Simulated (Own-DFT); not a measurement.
# Computed records: HfO2 (monoclinic hafnia, atoms displaced)

Computed with Own-DFT development build. A calculation, not a measurement: plane-wave density functional theory by an unreviewed code, no spin, of a simulated periodic cell, stress positive in tension, run twice, with PBE and with PBEsol, both on files made for PBE, so the change isn't that of files made for PBEsol, hafnium file: forces about 75 meV/angstrom off all-electron values; oxygen file: force components 24 meV/angstrom off all-electron in one glass; forces on such cells passed a denser k mesh, this cell's mesh not checked; the far tail of each file's local potential was reset to the Coulomb form; each entry is a single point on an unrelaxed cell, so the pressure reflects the starting lattice, mostly measured values (interpolated for alloys), from which strain is counted, and rises with the displacements; printed positions are rounded, which can move forces by about a meV/angstrom; the program, named Own-DFT, is a retired in-house code; no spin-orbit coupling; stress was not checked against mesh or cutoff.

Settings shared by all entries: functional PBE, then PBEsol; potential files PseudoDojo norm-conserving, scalar-relativistic, standard set; wave cutoff 72 hartree; occupations Fermi-Dirac; smearing width 0.1 eV; k mesh 2 x 2 x 2 centred on Gamma.

(1) HfO2 (monoclinic hafnia, atoms displaced)

```
HfO2
1.0
     10.2340     0.0000     0.0000
      0.0000    10.3500     0.0000
     -1.6955     0.0000    10.4453
Hf O Hf O Hf O Hf O Hf O Hf O Hf O Hf O
4 8 4 8 4 8 4 8 4 8 4 8 4 8 4 8
Direct
  0.14672 0.01806 0.10140
  0.35552 0.26271 0.14962
  0.36158 0.48001 0.40456
  0.13694 0.23071 0.34473
  0.04030 0.16197 0.17985
  0.46942 0.40965 0.08255
  0.46776 0.33553 0.32778
  0.02693 0.08866 0.42475
  0.21985 0.38536 0.24132
  0.28259 0.13295 0.01152
  0.27908 0.12579 0.27057
  0.22584 0.37414 0.48243
  0.13517 0.02433 0.60008
  0.35994 0.26561 0.64540
  0.36523 0.47648 0.90259
  0.13671 0.22877 0.85012
  0.04044 0.16652 0.67220
  0.46487 0.40981 0.56906
  0.46045 0.33862 0.82959
  0.02630 0.08602 0.92524
  0.21699 0.38803 0.74182
  0.27203 0.12745 0.50926
  0.27754 0.12666 0.76842
  0.21893 0.35649 0.98914
  0.14221 0.52320 0.10429
  0.36732 0.76884 0.14752
  0.36396 0.98261 0.38988
  0.13978 0.72811 0.34500
  0.04816 0.66527 0.17224
  0.46533 0.91618 0.08198
  0.46237 0.82895 0.32571
  0.04660 0.59014 0.42235
  0.22064 0.88262 0.23539
  0.27703 0.63046 0.00913
  0.27537 0.62414 0.26104
  0.23021 0.86855 0.48592
  0.13593 0.52145 0.60465
  0.36087 0.76969 0.64278
  0.36474 0.98218 0.90257
  0.13835 0.72945 0.84856
  0.03650 0.65779 0.67003
  0.46245 0.91800 0.57615
  0.46255 0.83190 0.82728
  0.04581 0.59052 0.92225
  0.21509 0.87193 0.73970
  0.27075 0.63356 0.50811
  0.26727 0.62407 0.76988
  0.22377 0.86724 0.98579
  0.63967 0.01435 0.10796
  0.85741 0.26791 0.14280
  0.85867 0.47974 0.39869
  0.63326 0.23057 0.34582
  0.53632 0.17336 0.16674
  0.96280 0.42005 0.07725
  0.96484 0.32811 0.32774
  0.53825 0.07993 0.42527
  0.72291 0.37930 0.23923
  0.77540 0.13062 0.01454
  0.76934 0.12601 0.26340
  0.72582 0.37683 0.49350
  0.63960 0.02767 0.60522
  0.86063 0.27599 0.64105
  0.85926 0.47680 0.89043
  0.62792 0.22963 0.85302
  0.53729 0.16601 0.66663
  0.95931 0.40825 0.57459
  0.97652 0.33237 0.82308
  0.53657 0.08327 0.91668
  0.72507 0.38103 0.73849
  0.77949 0.13396 0.51204
  0.77596 0.12272 0.76075
  0.72771 0.37753 0.98919
  0.63381 0.52356 0.09970
  0.86850 0.77413 0.15955
  0.86112 0.97589 0.39174
  0.63200 0.73494 0.35426
  0.53515 0.67607 0.17679
  0.96664 0.92202 0.08454
  0.96465 0.83098 0.33372
  0.53802 0.58812 0.42752
  0.71909 0.88649 0.23541
  0.77640 0.62799 0.01677
  0.78165 0.62669 0.26502
  0.72239 0.86465 0.48263
  0.63911 0.52408 0.60764
  0.85795 0.76966 0.63945
  0.86228 0.97765 0.89376
  0.64152 0.73064 0.85260
  0.53946 0.66627 0.66992
  0.96361 0.91757 0.57504
  0.96305 0.84120 0.82661
  0.54147 0.57716 0.91846
  0.72305 0.88056 0.73767
  0.77621 0.62492 0.51774
  0.77940 0.61748 0.76559
  0.72156 0.86853 0.98576
```

It finds PBE pressure 5.73 GPa; PBE stress xx -5.36 GPa; PBE stress yy -5.67 GPa; PBE stress zz -6.16 GPa; PBE stress yz -0.44 GPa; PBE stress xz -0.01 GPa; PBE stress xy 0.85 GPa; PBEsol pressure -0.73 GPa; PBEsol stress xx 1.12 GPa; PBEsol stress yy 0.75 GPa; PBEsol stress zz 0.33 GPa; PBEsol stress yz -0.44 GPa; PBEsol stress xz 0.32 GPa; PBEsol stress xy 0.85 GPa; rms change of force components from PBE to PBEsol 0.046 eV/Å.

Force:
```csv
force element,PBE force x (eV/Å),PBE force y (eV/Å),PBE force z (eV/Å),PBEsol force x (eV/Å),PBEsol force y (eV/Å),PBEsol force z (eV/Å)
Hf,-2.08,0.143,-0.482,-2.046,0.158,-0.475
Hf,0.843,2.376,-0.104,0.828,2.348,-0.097
Hf,0.349,0.305,-1.756,0.323,0.232,-1.676
Hf,-1.303,0.639,2.298,-1.282,0.586,2.212
O,-0.371,-0.206,-1.57,-0.336,-0.176,-1.476
O,-0.67,0.621,-0.676,-0.651,0.628,-0.719
O,-0.832,0.138,-0.181,-0.81,0.101,-0.221
O,0.445,-0.384,-0.262,0.438,-0.41,-0.206
O,0.72,-0.786,-0.193,0.752,-0.784,-0.186
O,-0.43,-1.899,0.163,-0.473,-1.864,0.171
O,0.862,-0.28,-1.723,0.792,-0.261,-1.689
O,-0.525,-0.653,1.308,-0.434,-0.621,1.267
Hf,-0.061,-1.077,0.247,-0.086,-0.99,0.206
Hf,-0.63,1.042,-0.577,-0.612,1.05,-0.554
Hf,-1.85,1.028,-0.253,-1.8,0.961,-0.235
Hf,-0.237,-0.451,0.755,-0.23,-0.46,0.717
O,-0.6,0.061,-0.5,-0.561,0.066,-0.45
O,0.328,-0.088,1.608,0.296,-0.061,1.512
O,0.927,-1.411,-1.039,0.904,-1.398,-1.045
O,1.556,0.486,0.205,1.525,0.441,0.232
O,1.158,-1.193,-0.283,1.173,-1.171,-0.271
O,0.443,0.363,0.331,0.377,0.352,0.326
O,0.98,-0.785,-0.938,0.902,-0.74,-0.911
O,1.016,1.852,0.999,1.058,1.799,0.966
Hf,-0.346,-0.904,-1.108,-0.339,-0.814,-1.088
Hf,-2.209,-0.414,-0.976,-2.146,-0.367,-0.916
Hf,-0.481,-1.309,2.096,-0.481,-1.321,2.086
Hf,0.999,0.469,2.335,0.99,0.383,2.272
O,-2.547,1.446,-0.407,-2.463,1.419,-0.328
O,0.194,0.851,-0.292,0.193,0.842,-0.332
O,-0.667,1.21,0.531,-0.64,1.162,0.457
O,-2.511,-1.702,-0.078,-2.42,-1.656,-0.028
O,0.761,0.166,0.141,0.8,0.165,0.128
O,0.925,-0.465,0.987,0.83,-0.458,0.965
O,1.291,-0.314,-0.059,1.178,-0.286,-0.065
O,-0.348,0.625,-0.289,-0.262,0.603,-0.284
Hf,0.587,-0.305,-0.348,0.578,-0.227,-0.346
Hf,-0.374,0.867,0.387,-0.374,0.909,0.385
Hf,-0.326,-1.174,-1.668,-0.316,-1.18,-1.599
Hf,-0.461,0.704,1.046,-0.407,0.63,1.009
O,-2.108,1.532,-0.011,-2.028,1.496,0.027
O,0.523,0.115,0.174,0.495,0.119,0.117
O,0.217,0.068,0.287,0.215,0.057,0.233
O,-2.294,-1.824,0.277,-2.206,-1.785,0.311
O,1.114,1.716,-1.193,1.138,1.644,-1.165
O,1.167,-0.722,0.915,1.08,-0.709,0.885
O,2.332,-1.026,-1.447,2.192,-0.989,-1.41
O,0.331,1.142,0.829,0.385,1.128,0.813
Hf,0.21,2.127,-1.6,0.223,2.112,-1.571
Hf,1.192,1.235,0.667,1.142,1.253,0.679
Hf,1.035,-0.365,-0.931,0.974,-0.416,-0.873
Hf,0.363,0.729,1.653,0.355,0.675,1.565
O,-0.233,-1.067,-0.115,-0.229,-1.024,-0.038
O,0.255,-0.376,-0.064,0.237,-0.36,-0.117
O,-0.897,1.138,-0.014,-0.873,1.087,-0.065
O,0.106,0.416,-0.973,0.098,0.388,-0.892
O,0.15,0.467,-0.098,0.201,0.43,-0.098
O,-0.564,-0.355,-0.317,-0.608,-0.34,-0.286
O,0.808,-1.043,-0.572,0.725,-1.013,-0.571
O,-0.596,-0.504,-1.007,-0.495,-0.472,-0.971
Hf,0.589,-1.391,-0.28,0.566,-1.298,-0.291
Hf,-0.445,-1.942,1.127,-0.446,-1.841,1.102
Hf,1.912,-0.006,1.705,1.828,-0.048,1.687
Hf,2.063,0.366,0.381,2.009,0.296,0.343
O,-1.365,1.37,0.889,-1.326,1.342,0.919
O,2.257,2.176,-0.657,2.173,2.136,-0.679
O,-2.508,1.677,-0.05,-2.448,1.612,-0.102
O,-0.452,-0.587,0.542,-0.448,-0.565,0.568
O,-0.13,-0.432,0.376,-0.051,-0.407,0.361
O,-0.558,-0.706,-0.359,-0.605,-0.684,-0.334
O,-0.46,0.057,0.307,-0.52,0.041,0.291
O,-0.821,-1.023,-0.481,-0.738,-0.982,-0.468
Hf,1.044,-0.238,1.075,1.033,-0.212,0.995
Hf,0.116,-1.153,-2.755,0.109,-1.082,-2.648
Hf,0.074,1.967,1.426,0.082,1.879,1.431
Hf,0.662,-1.884,0.503,0.623,-1.88,0.471
O,1.276,-1.619,-1.157,1.232,-1.54,-1.072
O,-0.312,-0.594,0.053,-0.299,-0.575,0.009
O,-0.051,0.032,-0.479,-0.076,0.025,-0.551
O,-0.356,-0.067,-0.291,-0.329,-0.068,-0.226
O,0.831,-1.331,1.072,0.871,-1.294,1.043
O,0.271,0.554,-0.321,0.183,0.52,-0.325
O,-0.602,-0.027,0.223,-0.633,-0.011,0.22
O,0.41,1.058,0.798,0.47,1.02,0.763
Hf,-0.023,-1.098,-0.663,0.006,-1.017,-0.68
Hf,1.112,0.612,1.193,1.067,0.645,1.176
Hf,-0.407,0.634,0.514,-0.382,0.581,0.512
Hf,-0.408,0.088,0.394,-0.39,0.051,0.365
O,-0.9,0.691,0.416,-0.854,0.68,0.45
O,-0.568,-0.632,-0.061,-0.569,-0.608,-0.119
O,0.364,-1.159,-0.854,0.33,-1.128,-0.877
O,-0.667,0.225,0.051,-0.645,0.2,0.124
O,-0.058,-0.493,-0.565,0.006,-0.491,-0.548
O,0.498,0.246,-0.424,0.429,0.233,-0.393
O,-0.137,1.027,-0.609,-0.205,0.992,-0.598
O,0.115,0.607,0.826,0.158,0.608,0.795
```

(2) HfO2 (monoclinic hafnia, atoms displaced)

```
HfO2
1.0
     10.2340     0.0000     0.0000
      0.0000    10.3500     0.0000
     -1.6955     0.0000    10.4453
Hf O Hf O Hf O Hf O Hf O Hf O Hf O Hf O
4 8 4 8 4 8 4 8 4 8 4 8 4 8 4 8
Direct
  0.13813 0.02313 0.10753
  0.36201 0.27672 0.13695
  0.37090 0.48024 0.39764
  0.14058 0.22420 0.34759
  0.03775 0.15615 0.17133
  0.45270 0.41443 0.06558
  0.46048 0.33261 0.32589
  0.04209 0.08667 0.41484
  0.22417 0.37827 0.23801
  0.27284 0.12475 0.01339
  0.27361 0.11584 0.25698
  0.21376 0.35669 0.47973
  0.14265 0.01336 0.59994
  0.36259 0.25903 0.64448
  0.36968 0.48631 0.89827
  0.14486 0.23223 0.85459
  0.03996 0.15943 0.68313
  0.46918 0.41319 0.58096
  0.45818 0.32893 0.83121
  0.03424 0.07968 0.92085
  0.22275 0.38222 0.73505
  0.27317 0.12929 0.50903
  0.27423 0.12924 0.75401
  0.23257 0.37200 0.99257
  0.13472 0.52017 0.10008
  0.34826 0.76870 0.14655
  0.36183 0.98334 0.39097
  0.13221 0.73599 0.34310
  0.04387 0.66539 0.18232
  0.46178 0.91474 0.07806
  0.46784 0.83042 0.33133
  0.02411 0.57513 0.41870
  0.22144 0.88031 0.24052
  0.28417 0.63669 0.00475
  0.27316 0.62187 0.25911
  0.21318 0.86994 0.48163
  0.13034 0.51844 0.60164
  0.36596 0.76704 0.64881
  0.36371 0.97123 0.89816
  0.14020 0.72741 0.85377
  0.02449 0.66791 0.67323
  0.47110 0.91957 0.56490
  0.46898 0.84067 0.82428
  0.03446 0.58937 0.92458
  0.22567 0.88515 0.73977
  0.28365 0.62296 0.51011
  0.27584 0.61725 0.75669
  0.23228 0.86632 0.99869
  0.63893 0.01832 0.10306
  0.85969 0.27119 0.14776
  0.86565 0.48098 0.40468
  0.63846 0.23270 0.35237
  0.53394 0.16789 0.17022
  0.97406 0.41212 0.07155
  0.95823 0.34087 0.32164
  0.54354 0.08163 0.42651
  0.73340 0.37939 0.23215
  0.77948 0.13167 0.01097
  0.77243 0.11432 0.26847
  0.72881 0.37549 0.49595
  0.63820 0.01757 0.60747
  0.86367 0.27476 0.64894
  0.85815 0.47759 0.89951
  0.63620 0.22688 0.85963
  0.52250 0.17369 0.67157
  0.95715 0.41132 0.57623
  0.96588 0.33354 0.83155
  0.53962 0.08377 0.92034
  0.72403 0.38336 0.73375
  0.77608 0.13106 0.51003
  0.76948 0.12093 0.76362
  0.72227 0.37546 0.98472
  0.63502 0.51938 0.09328
  0.87155 0.77680 0.15147
  0.86917 0.98304 0.40766
  0.63508 0.73547 0.35396
  0.53381 0.67232 0.17946
  0.96928 0.91021 0.08455
  0.95870 0.83944 0.33814
  0.53064 0.58207 0.42288
  0.72131 0.87974 0.23736
  0.77874 0.62338 0.00555
  0.77068 0.62366 0.25663
  0.73386 0.87471 0.48855
  0.63816 0.52078 0.60824
  0.85970 0.77279 0.65106
  0.86126 0.97568 0.90276
  0.64032 0.73129 0.86168
  0.53953 0.67153 0.67300
  0.96492 0.91363 0.57913
  0.97386 0.83166 0.82604
  0.54243 0.58890 0.92057
  0.72649 0.88338 0.73116
  0.77322 0.62468 0.51738
  0.77766 0.61738 0.75838
  0.72736 0.87726 0.99425
```

The calculation gives: PBE pressure 6.8 GPa; PBE stress xx -7.43 GPa; PBE stress yy -6.34 GPa; PBE stress zz -6.63 GPa; PBE stress yz 0.37 GPa; PBE stress xz -0.29 GPa; PBE stress xy -0.5 GPa; PBEsol pressure 0.33 GPa; PBEsol stress xx -0.92 GPa; PBEsol stress yy 0.07 GPa; PBEsol stress zz -0.14 GPa; PBEsol stress yz 0.37 GPa; PBEsol stress xz 0.05 GPa; PBEsol stress xy -0.51 GPa; rms change of force components from PBE to PBEsol 0.051 eV/Å.

Force:
```csv
force element,PBE force x (eV/Å),PBE force y (eV/Å),PBE force z (eV/Å),PBEsol force x (eV/Å),PBEsol force y (eV/Å),PBEsol force z (eV/Å)
Hf,0.93,-0.321,-1.493,0.919,-0.248,-1.458
Hf,-1.147,-1.973,2.076,-1.136,-1.869,2.039
Hf,-2.122,-0.612,0.429,-2.045,-0.62,0.454
Hf,-0.064,1.933,0.434,-0.034,1.832,0.432
O,-2.045,1.778,0.055,-1.961,1.732,0.101
O,3.662,1.914,1.505,3.557,1.884,1.401
O,1.091,-0.628,-0.523,1.06,-0.619,-0.561
O,-1.425,-1.354,1.157,-1.375,-1.338,1.17
O,0.127,0.224,-1.029,0.189,0.208,-1.024
O,0.584,0.549,-0.663,0.502,0.547,-0.635
O,0.767,0.449,0.181,0.66,0.423,0.185
O,0.622,2.003,1.295,0.651,1.932,1.243
Hf,-0.981,1.862,0.578,-0.937,1.857,0.549
Hf,-2.53,3.422,-0.705,-2.483,3.346,-0.651
Hf,-1.819,-1.561,-2.776,-1.79,-1.595,-2.671
Hf,-0.919,-0.688,-0.614,-0.892,-0.725,-0.649
O,-0.888,0.27,-1.181,-0.841,0.297,-1.096
O,-0.695,0.221,-0.448,-0.668,0.243,-0.496
O,0.598,0.526,0.613,0.583,0.506,0.561
O,-0.179,-0.124,0.615,-0.178,-0.138,0.662
O,-0.487,0.106,0.476,-0.435,0.095,0.467
O,0.795,-1.598,-0.681,0.716,-1.568,-0.663
O,0.484,-1.683,1.381,0.416,-1.61,1.324
O,-1.297,0.546,-1.141,-1.196,0.528,-1.097
Hf,1.31,-0.809,0.644,1.267,-0.769,0.603
Hf,2.857,-0.311,1.144,2.774,-0.274,1.113
Hf,0.981,-0.486,0.816,0.953,-0.52,0.827
Hf,0.982,-1.3,3.762,0.983,-1.288,3.625
O,-2.066,0.262,-2.234,-2.003,0.299,-2.126
O,0.793,0.328,-0.158,0.762,0.343,-0.225
O,-1.78,1.306,-0.348,-1.732,1.264,-0.381
O,3.184,2.465,0.73,3.083,2.361,0.78
O,-0.216,-0.307,0.168,-0.16,-0.319,0.16
O,-0.605,-1.25,0.037,-0.651,-1.211,0.036
O,0.348,0.022,-0.244,0.283,0.055,-0.257
O,1.222,0.346,0.982,1.226,0.377,0.948
Hf,1.155,-0.184,-0.217,1.125,-0.151,-0.223
Hf,-0.001,-0.024,-1.763,0.013,-0.016,-1.681
Hf,-0.625,2.188,0.486,-0.599,2.071,0.515
Hf,-0.183,0.039,-0.486,-0.198,-0.015,-0.486
O,2.169,-1.504,-0.095,2.118,-1.449,-0.038
O,-1.93,-1.561,1.521,-1.868,-1.48,1.44
O,0.592,-0.914,-0.011,0.556,-0.917,-0.038
O,0.069,-0.228,0.252,0.095,-0.235,0.295
O,0.526,-1.129,0.459,0.573,-1.098,0.445
O,-1.249,0.625,0.432,-1.252,0.601,0.437
O,-0.106,1.379,-0.095,-0.159,1.365,-0.087
O,-1.208,0.391,-1.646,-1.095,0.373,-1.596
Hf,-0.843,0.491,1.6,-0.815,0.509,1.545
Hf,1.274,-0.025,0.461,1.223,0.045,0.487
Hf,-2.886,-0.26,-2.485,-2.797,-0.306,-2.399
Hf,-0.042,-0.526,0.791,-0.035,-0.588,0.75
O,0.35,0.031,-0.222,0.352,0.045,-0.17
O,-1.225,-0.579,0.462,-1.202,-0.524,0.407
O,1.507,-1.715,-0.171,1.44,-1.685,-0.216
O,-0.783,0.605,-1.168,-0.756,0.575,-1.09
O,-2.115,0.225,-0.077,-1.986,0.195,-0.092
O,-0.244,-0.365,0.399,-0.304,-0.368,0.383
O,0.336,1.117,-1.35,0.259,1.103,-1.313
O,-1.164,-1.035,-1.159,-1.067,-1.001,-1.105
Hf,0.353,2.141,-1.319,0.356,2.112,-1.339
Hf,-0.465,-2.078,0.428,-0.469,-1.96,0.43
Hf,1.354,0.09,-1.856,1.305,0.052,-1.792
Hf,-0.011,0.808,-1.788,-0.016,0.721,-1.763
O,4.059,-2.796,0.589,3.949,-2.704,0.63
O,2.265,1.027,0.768,2.195,1.031,0.699
O,0.086,0.14,-0.184,0.07,0.127,-0.232
O,-1.066,-1.177,0.354,-1.019,-1.149,0.393
O,0.046,-0.949,1.586,0.119,-0.91,1.53
O,0.176,0.449,0.984,0.107,0.424,0.952
O,-0.114,-0.115,0.312,-0.186,-0.118,0.317
O,-0.367,-0.539,0.516,-0.301,-0.505,0.506
Hf,0.46,1.124,3.716,0.49,1.145,3.588
Hf,-3.081,-1.92,1.001,-3.019,-1.81,1.016
Hf,-1.576,1.283,-0.98,-1.556,1.198,-0.935
Hf,1.158,-1.225,-0.027,1.119,-1.232,-0.087
O,-0.152,-1.312,-1.889,-0.142,-1.246,-1.784
O,0.561,0.866,-0.906,0.525,0.855,-0.918
O,1.593,-2.011,-1.787,1.568,-1.968,-1.81
O,1.33,0.854,0.063,1.279,0.811,0.108
O,0.419,-0.234,-0.189,0.462,-0.235,-0.197
O,-0.11,1.346,0.952,-0.187,1.282,0.899
O,0.376,-0.286,0.05,0.303,-0.266,0.047
O,-1.203,-0.482,0.45,-1.117,-0.454,0.456
Hf,0.088,-0.312,-1.014,0.117,-0.279,-1.012
Hf,0.022,-0.792,-1.481,0.03,-0.739,-1.43
Hf,1.92,1.597,-1.808,1.876,1.545,-1.741
Hf,1.421,0.436,-1.974,1.385,0.354,-1.962
O,-0.517,0.555,0.725,-0.517,0.557,0.762
O,1.206,0.743,0.495,1.171,0.745,0.422
O,-1.553,1.185,0.975,-1.524,1.125,0.897
O,-1.218,-0.643,-0.064,-1.174,-0.642,-0.003
O,-0.308,-1.055,2.438,-0.238,-1.028,2.364
O,0.144,1.067,-0.492,0.085,1.024,-0.458
O,-0.542,0.946,1.256,-0.593,0.923,1.221
O,-0.199,-1.3,-0.653,-0.135,-1.248,-0.638
```
